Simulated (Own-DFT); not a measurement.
Simulation results for Si$_{3}$N$_{4}$ (beta silicon nitride, atoms displaced)

Computed with Own-DFT development build. A calculation, not a measurement: plane-wave PBE density functional theory by an unreviewed code, no spin, of a simulated periodic cell, stress positive in tension, free energy of the whole cell less one offset for each atom, some atoms lie very close together; forces on such cells passed a denser k mesh, this cell's mesh not checked; offsets are fitted by least squares, one for each functional and potential file, so energies compare only between cells with the same atoms and settings and are not formation energies; the far tail of each file's local potential was reset to the Coulomb form; each entry is a single point on an unrelaxed cell, so the pressure reflects the starting lattice, mostly measured values (interpolated for alloys), from which strain is counted, and rises with the displacements; printed positions are rounded, which can move forces by about a meV/angstrom; the program, named Own-DFT, is a retired in-house code; no spin-orbit coupling; before rounding, a Quantum ESPRESSO 7.3.1 run of the same cell and cutoff gave forces within 1 meV/angstrom rms on each cell, which checks the program and not the settings.

Settings shared by all entries: functional PBE; potential files PseudoDojo norm-conserving, scalar-relativistic, standard set; wave cutoff 42 hartree; occupations Fermi-Dirac; smearing width 0.1 eV; k mesh 3 x 3 x 3 centred on Gamma.

(1) 
```xyz
42
Lattice="7.6060 0.0000 0.0000 -3.8030 6.5870 0.0000 0.0000 0.0000 8.7270" Properties=species:S:1:pos:R:3:force_x:R:1:force_y:R:1:force_z:R:1 formula=Si3N4 free_energy_of_cell_above_offsets=34.379 pressure=30.95 stress_xx=-31.45 stress_yy=-21.93 stress_zz=-39.48 stress_yz=1.65 stress_xz=16.08 stress_xy=11.61
Si    -1.5081     5.0205     0.8270     -2.649      2.192     -0.522
Si     0.1636     2.5696     0.5670     -3.066      1.364      4.209
Si     1.2748     5.4253     0.9200       3.84      0.112     -7.402
Si     5.4243     1.4018     1.9844     -16.38     -6.064      30.55
Si     3.6057     3.8720     2.0969       2.47      1.637      2.115
Si     2.3368     1.3805     2.1378      6.478     -5.199      0.338
N      2.5095     0.3738     0.5990     -2.087      -2.49       2.72
N      5.9840     1.6344     0.8502      19.69       8.43     -32.37
N      2.9860     4.5414     0.5873     -5.138      1.352      5.549
N      1.4520     6.1384     2.3551     -0.529      13.27     -14.86
N     -2.3526     4.4819     2.1969      1.605       2.13      0.758
N      0.9460     2.1722     2.2966      3.384     -0.585     -14.82
N      0.0613     4.3703     0.7432     -1.633     -4.757     -0.144
N      3.9050     2.2237     2.1757     -4.176     -1.391     -1.236
Si    -1.3263     5.0967     3.7555     -4.091     -0.006     -0.742
Si     0.2560     2.3008     3.5485     -10.47      6.204      11.04
Si     1.5086     5.3911     3.5323     -0.963     -9.789      17.72
Si     5.4772     1.5172     5.1100     -2.221      -2.55      0.927
Si     3.6068     3.7621     5.1569      0.552      6.251     -4.837
Si     2.4882     1.2432     5.1897      3.091      0.994      1.101
N      2.4887     0.4150     3.8848      -0.57     -6.051     -8.778
N      5.7775     1.9207     3.5557      8.321      0.417     -0.586
N      2.7734     4.2925     3.6122      1.394     -0.394     -0.452
N      1.1414     6.2670     5.1885      1.266      6.237     -8.378
N     -2.4447     4.3678     4.8775      2.615      3.759      3.839
N      1.0446     2.1057     4.9740     -0.844      0.465      5.549
N      0.1613     4.3776     3.7148     -1.224     -2.868     -0.643
N      3.9819     2.2738     4.9957     -4.406     -6.316      2.871
Si    -1.6159     5.2709     6.7103     -0.671     -14.24     -0.997
Si     0.2294     2.7966     6.4753      -2.11     -3.044     -1.499
Si     1.6751     5.5660     6.4162     -7.273      0.935       6.88
Si     5.2374     1.5180     7.7818      11.07     -10.16      9.286
Si     3.3878     3.8409     7.9704      5.524     -1.996     -3.681
Si     2.1000     1.1853     7.7497      21.27     -13.83       3.65
N      2.5807     0.1231     6.5739     -0.716       9.22     -2.489
N      6.1373     1.8456     6.6908      10.79       3.88      -10.9
N      2.6377     4.4197     6.3505      7.841      -8.04      3.174
N      1.2573     6.1934     7.8738      1.754      2.654      4.212
N     -2.3802     4.4854     8.1448     -0.903      0.834      -3.01
N      1.0394     2.0288     7.9635     -16.23      13.19       0.93
N     -0.0353     4.3213     6.6038       -1.2      4.002      0.205
N      3.9051     1.8046     7.9511     -23.41      10.23      0.726
```

Units: free_energy_of_cell_above_offsets in eV; pressure, stress_xx, stress_yy, stress_zz, stress_yz, stress_xz, stress_xy in GPa; force_x, force_y, force_z in eV/Å.

(2) 
```xyz
42
Lattice="7.6060 0.0000 0.0000 -3.8030 6.5870 0.0000 0.0000 0.0000 8.7270" Properties=species:S:1:pos:R:3:force_x:R:1:force_y:R:1:force_z:R:1 formula=Si3N4 free_energy_of_cell_above_offsets=45.013 pressure=37.71 stress_xx=-21.37 stress_yy=-41.1 stress_zz=-50.66 stress_yz=-4.43 stress_xz=-12.6 stress_xy=1.52
Si    -1.7830     5.0673     0.6092      20.32      6.738      18.77
Si     0.3775     2.5999     0.7346     -10.46      5.977      9.615
Si     1.4461     5.4395     0.6798      -3.03     -7.837      0.741
Si     5.2893     1.6462     2.0880      3.621      0.344     -1.271
Si     3.6443     3.7058     2.1675     -1.952      21.76     -3.032
Si     2.2683     1.0814     2.2625       1.86      0.354     -0.021
N     -1.0218     6.5504     0.3354      0.105     -0.248       8.68
N      6.2247     2.0799     0.6590     -1.639     -1.452      1.377
N      2.6765     4.2522     0.5813      3.536     -0.719      0.691
N      1.3923     6.4606     1.8848      0.604      2.914      8.823
N     -2.3660     4.6070     1.8996     -6.835     -2.814      13.03
N      0.9910     2.3375     2.2602       4.08     -3.922     -0.882
N      0.0354     4.2741     0.6834      0.581      3.063      0.586
N      3.6631     2.3279     2.3511       1.52     -21.43      0.804
Si    -1.7664     5.0326     3.7887      3.709     -6.061     -5.111
Si     0.2310     2.4664     3.7159      3.279      10.39     -5.176
Si     1.5878     5.6792     3.5700     -2.925     -3.314      1.834
Si     5.5421     1.6121     4.9080     -1.189      3.456      3.729
Si     3.7322     4.0055     5.1040      4.993     -8.391     -8.649
Si     2.2239     0.9769     4.9670      1.921      5.668       8.67
N     -1.4046     6.5535     3.7938      0.113      5.178     -7.552
N     -1.2020     2.2332     3.4358     -15.37     -5.669     -1.035
N      2.8518     4.3165     3.8336       -2.5      3.806      -8.25
N      5.0751     0.0623     5.0802      2.267       -5.7     -0.015
N     -2.4384     4.8422     5.3210     -25.36     -11.39      -31.9
N      0.8074     2.0696     5.0017      7.128     -4.562      10.94
N     -0.1904     4.3435     3.9758      2.799      0.235     -1.911
N      3.7591     2.1262     5.1012      1.521      1.916     -1.114
Si    -1.6543     5.1123     6.2557      25.67     -1.551      33.02
Si     0.2241     2.9285     6.7946     -0.687     -6.078     -1.962
Si     1.5431     5.5788     6.8163      -1.46      -3.05     -6.744
Si     5.1724     1.3952     8.0128      18.64      3.501      0.792
Si     3.8749     3.8557     7.9495     -2.831      2.793     -0.154
Si     2.4190     1.1485     8.1879      -1.17      4.819     -8.914
N     -1.4323     6.5104     6.5414      1.319      18.52      1.617
N      6.4245     1.9901     6.7861      -3.43     -1.403     -3.141
N      3.0446     4.3408     6.2972      -10.6       5.88      19.02
N      1.4546     6.4982     8.2066      0.977     -7.299     -4.016
N     -2.3139     4.7537     8.1922      -15.4     -9.297     -30.25
N      1.0015     2.2772     8.1933      9.437     -5.851     -11.33
N     -0.0848     4.4463     6.6190      3.434      4.692     -0.002
N      4.0282     2.2034     7.8436      -16.6      6.045     -0.307
```

Units: free_energy_of_cell_above_offsets in eV; pressure, stress_xx, stress_yy, stress_zz, stress_yz, stress_xz, stress_xy in GPa; force_x, force_y, force_z in eV/Å.

(3) 
```xyz
42
Lattice="7.6060 0.0000 0.0000 -3.8030 6.5870 0.0000 0.0000 0.0000 8.7270" Properties=species:S:1:pos:R:3:force_x:R:1:force_y:R:1:force_z:R:1 formula=Si3N4 free_energy_of_cell_above_offsets=33.357 pressure=31.42 stress_xx=-29.39 stress_yy=-24.69 stress_zz=-40.19 stress_yz=-1.85 stress_xz=12.76 stress_xy=-3.32
Si    -1.5700     5.2813     0.7626     -1.008     -16.24     -2.694
Si     0.1115     2.7444     0.8096      5.119     -1.041      0.205
Si     1.3662     5.4256     0.6028      5.141       -1.9      1.601
Si     5.5465     1.4473     1.9772     -22.43     -11.67      34.62
Si     3.6885     4.0476     2.4020      0.736     -10.53     -13.21
Si     2.3797     1.0328     2.3687      3.003      10.13     -7.443
N      2.1686     0.1195     0.9709      1.151       13.1     -1.129
N      6.1431     1.9396     0.9678      20.47      13.97     -31.87
N      2.9831     4.2834     0.8473     -3.488      2.863     -3.285
N      1.4160     6.3372     2.1121      0.486      1.544     -1.585
N     -2.6318     4.8312     2.2153      8.889      3.602     -2.129
N      1.1970     2.3857     2.3913      4.916     -5.021     -13.48
N      0.0809     4.4269     0.8311     -4.171      0.272     -0.161
N      3.9238     2.2663     2.2601     -0.686     -2.819     -0.523
Si    -1.6914     5.0156     3.5285      4.677      0.183      4.151
Si     0.3491     2.6284     3.5343     -7.493      2.269       14.3
Si     1.4809     5.4839     3.5821     -1.022     -0.015      2.346
Si     5.5460     1.9548     5.1103      -4.61     -4.052      2.405
Si     3.7064     4.1195     4.9635     -17.54     -8.638      1.661
Si     2.5351     1.0712     5.0552      3.689      6.339      8.179
N      2.3935     0.3672     3.7061     -0.442     -11.88      1.083
N      6.0829     2.1817     3.6350      5.853        0.1      -4.73
N      2.7623     4.3379     3.4521     -6.819      4.658      12.93
N      1.2678     6.3794     5.1276      0.564      2.189      -2.83
N     -2.5465     4.5341     5.0527      18.07      7.787      0.069
N      1.2033     1.9818     5.1528     -5.964      3.685      0.134
N      0.2606     4.3311     3.7215     -5.741      1.254     -0.326
N      3.8608     2.2629     5.1925      0.281      0.937     -0.563
Si    -1.2990     5.2483     6.3730     -11.87      5.434      0.112
Si     0.1797     2.6356     6.6985      15.01      5.784     -1.175
Si     1.6052     5.4789     6.4813     -7.471      2.318     -4.065
Si     5.6710     1.4255     8.0802     -4.808      1.337     -3.846
Si     3.8483     3.8135     8.1326     -1.431      2.383     -0.041
Si     2.4156     0.9073     8.0750      0.638      13.55      16.92
N      2.4104     0.3439     6.8175      0.567     -11.18     -20.73
N     -1.1056     1.9905     6.5571     -13.35     -7.534      0.706
N      2.6761     4.4914     6.3035      9.224      -6.88      0.784
N      1.4664     6.3040     7.7972      0.104      4.178      8.141
N     -2.2062     4.6176     7.9542     -2.669      0.617      1.769
N      1.1231     2.1350     8.1242     -3.347      0.865      1.421
N     -0.3089     4.2959     6.7539      14.82     -7.623      1.072
N      3.8014     2.1865     7.9363      2.944      -4.33      1.221
```

Units: free_energy_of_cell_above_offsets in eV; pressure, stress_xx, stress_yy, stress_zz, stress_yz, stress_xz, stress_xy in GPa; force_x, force_y, force_z in eV/Å.

(4) 
```xyz
42
Lattice="7.6060 0.0000 0.0000 -3.8030 6.5870 0.0000 0.0000 0.0000 8.7270" Properties=species:S:1:pos:R:3:force_x:R:1:force_y:R:1:force_z:R:1 formula=Si3N4 free_energy_of_cell_above_offsets=44.927 pressure=38.72 stress_xx=-30.03 stress_yy=-47.18 stress_zz=-38.95 stress_yz=3.26 stress_xz=-6.77 stress_xy=7.88
Si    -1.4662     5.3974     1.0276      -4.95     -29.15      2.679
Si     0.1837     2.8852     0.8958     -2.626     -3.777     -9.946
Si     1.6294     5.3030     0.8944     -7.187      5.603     -0.424
Si     5.5023     1.5659     2.2766      2.055      6.593     -4.546
Si     3.7273     3.6438     2.3954      1.492      5.931     -4.633
Si     2.4225     0.7935     2.3508      1.885      14.48     -20.45
N      2.4500     0.0937     0.7790      2.428      29.81     -1.393
N      6.2836     2.1583     0.5236      0.933     -1.621      6.643
N      2.6373     4.1952     0.4841      1.122     -1.376      6.381
N      5.1071     0.0798     2.2548      1.131     -12.37       1.18
N     -2.4196     4.7391     2.2998     -4.388     -1.602      -0.61
N      1.0633     2.2885     1.9861      4.773     -4.257      8.278
N     -0.3015     4.3440     0.7080      7.952       4.85      1.437
N      3.8783     2.1241     2.2308     -0.945     -3.964      1.415
Si    -1.4372     5.0453     3.5343     -24.46      11.32      3.996
Si     0.2269     2.6131     3.4822       7.25      5.788      1.947
Si     1.7471     5.4154     3.7343     -12.57       9.38     -0.962
Si     5.5653     1.4028     5.1389     -0.669      2.693      2.885
Si     3.3211     3.7821     5.1515        4.1     -0.311       1.87
Si     2.5703     1.0168     5.1815     -5.172     -0.637     -0.051
N      2.3746     0.2956     3.6263     -1.101     -9.012      18.37
N     -1.1362     1.9836     3.6611     -9.641     -5.165       1.27
N      2.7261     4.3599     3.4912      6.511     -7.323      1.954
N      1.4938     6.1574     5.2269      1.452      4.915     -4.389
N     -2.5178     4.7242     5.2702     -16.23     -3.729     -19.25
N      0.9469     2.3111     5.1088      7.831     -3.702     -15.91
N     -0.2483     4.4870     3.6213      29.03     -12.67      1.328
N      3.7874     2.0254     5.1715      3.881      4.249     -0.872
Si    -1.6377     4.8221     6.3070      15.06      2.875      21.43
Si     0.4582     2.5184     6.4386     -11.79      7.105      8.331
Si     1.3855     5.4327     6.6641     -4.429     -1.421      4.058
Si     5.4650     1.4065     8.0351      1.203      23.96      0.785
Si     3.5853     4.2056     7.9645      10.73     -4.047      4.208
Si     2.5770     0.9649     7.9792     -1.935      4.685      0.736
N      2.2329     0.1437     6.5409      1.561      -2.56     -1.177
N      6.0924     2.3526     6.6915      0.912      -3.44     -4.543
N      2.7050     4.4196     6.7242     -1.083      -0.71     -7.915
N      5.2822     0.0623     7.9726     -1.786     -28.07     -1.261
N     -2.0309     4.8573     8.3732     -8.819     -3.932     -9.591
N      1.0929     2.1410     7.7291      5.427     -3.705      10.53
N     -0.0170     4.2969     6.5547       2.62      1.919     -0.643
N      3.8933     1.9804     8.4289     -1.543      2.386     -3.156
```

Units: free_energy_of_cell_above_offsets in eV; pressure, stress_xx, stress_yy, stress_zz, stress_yz, stress_xz, stress_xy in GPa; force_x, force_y, force_z in eV/Å.

(5) 
```xyz
42
Lattice="7.6060 0.0000 0.0000 -3.8030 6.5870 0.0000 0.0000 0.0000 8.7270" Properties=species:S:1:pos:R:3:force_x:R:1:force_y:R:1:force_z:R:1 formula=Si3N4 free_energy_of_cell_above_offsets=54.608 pressure=44.18 stress_xx=-32.61 stress_yy=-37.97 stress_zz=-61.97 stress_yz=-0.6 stress_xz=-11.03 stress_xy=7.83
Si    -1.3517     4.9370     0.6721     -15.75      5.041      4.589
Si     0.1989     2.7254     0.6188      1.254      -3.71      -3.71
Si     1.2688     5.4598     0.6951      2.245     -0.915     -2.356
Si     5.0352     1.4674     2.2119      4.233      24.05      0.637
Si     3.5519     4.1956     2.0351     -6.662      -5.89      2.366
Si     2.2871     1.0724     2.0366     -0.343      7.189      7.941
N      2.3932     0.1607     0.8022      1.949     -4.559     -6.544
N      6.2168     1.9118     0.6608      27.25      7.252      36.89
N      2.4640     4.0834     0.6739      0.209      3.991      1.302
N      5.1892     0.1207     2.3326      1.618     -22.37     -4.963
N     -2.6092     4.5383     2.0288       13.4      5.372      0.876
N      0.8232     2.1396     1.9788      3.458     -1.408      6.486
N     -0.0392     4.3516     0.4152      8.425     -1.357      1.217
N      3.7673     2.3995     2.1727      -6.05     -1.567     -1.062
Si    -1.5629     5.0841     3.7328      5.513      8.454        -17
Si     0.3637     2.8452     3.8654     -4.648     -0.136     -5.446
Si     1.5465     5.5696     3.4014      0.485      -3.85      9.192
Si     5.3253     1.5312     4.8915     -0.501     -3.511      9.334
Si     3.5206     3.9158     4.9635      15.25     -18.19      37.19
Si     2.2635     1.0418     5.1201      2.369      11.03      1.541
N      2.3471     0.1998     3.9180     -0.238     -3.479      -13.3
N      5.9864     2.0944     3.6497       6.95      3.413     -7.697
N      3.1246     4.4891     3.9384     -19.01      20.87     -41.59
N      1.7912     6.3297     4.9226      -2.35      1.834      3.251
N     -2.2553     4.5478     4.7652     -12.32     -8.187      22.59
N      0.9184     2.0983     5.2710      6.891     -2.815     -11.69
N     -0.0063     4.7537     3.7205      7.031     -5.247     -2.133
N      3.9193     2.3580     5.0313     -4.821     -5.356      0.572
Si    -1.5700     5.0486     6.6638     -0.961      -2.11     -2.866
Si     0.0709     2.5625     6.3627     -5.131      3.788      12.72
Si     1.2567     5.5775     6.7931      0.359     -29.51     -40.54
Si     5.4788     1.7363     8.4242      -25.4      -8.31     -43.21
Si     3.5547     3.7249     7.8630      1.176       4.14      4.379
Si     2.4488     1.0210     7.9308     -0.319      5.515      1.979
N      2.4444     0.3197     6.4493      0.812     -7.943      6.615
N      6.1591     1.9810     6.5134     -1.282     -0.858      0.977
N      2.5849     3.8995     6.6718     -1.892      5.666     -6.721
N      1.3130     6.3057     7.7883      2.138      27.04      40.27
N     -2.5705     4.5986     8.2939      1.211      1.292     -5.628
N      1.0920     2.1953     7.7840      -0.83     -2.144      4.176
N      0.0082     4.2478     6.7423     -1.423       4.04     -1.936
N      4.0298     2.2399     7.9574     -4.294     -6.561       1.32
```

Units: free_energy_of_cell_above_offsets in eV; pressure, stress_xx, stress_yy, stress_zz, stress_yz, stress_xz, stress_xy in GPa; force_x, force_y, force_z in eV/Å.
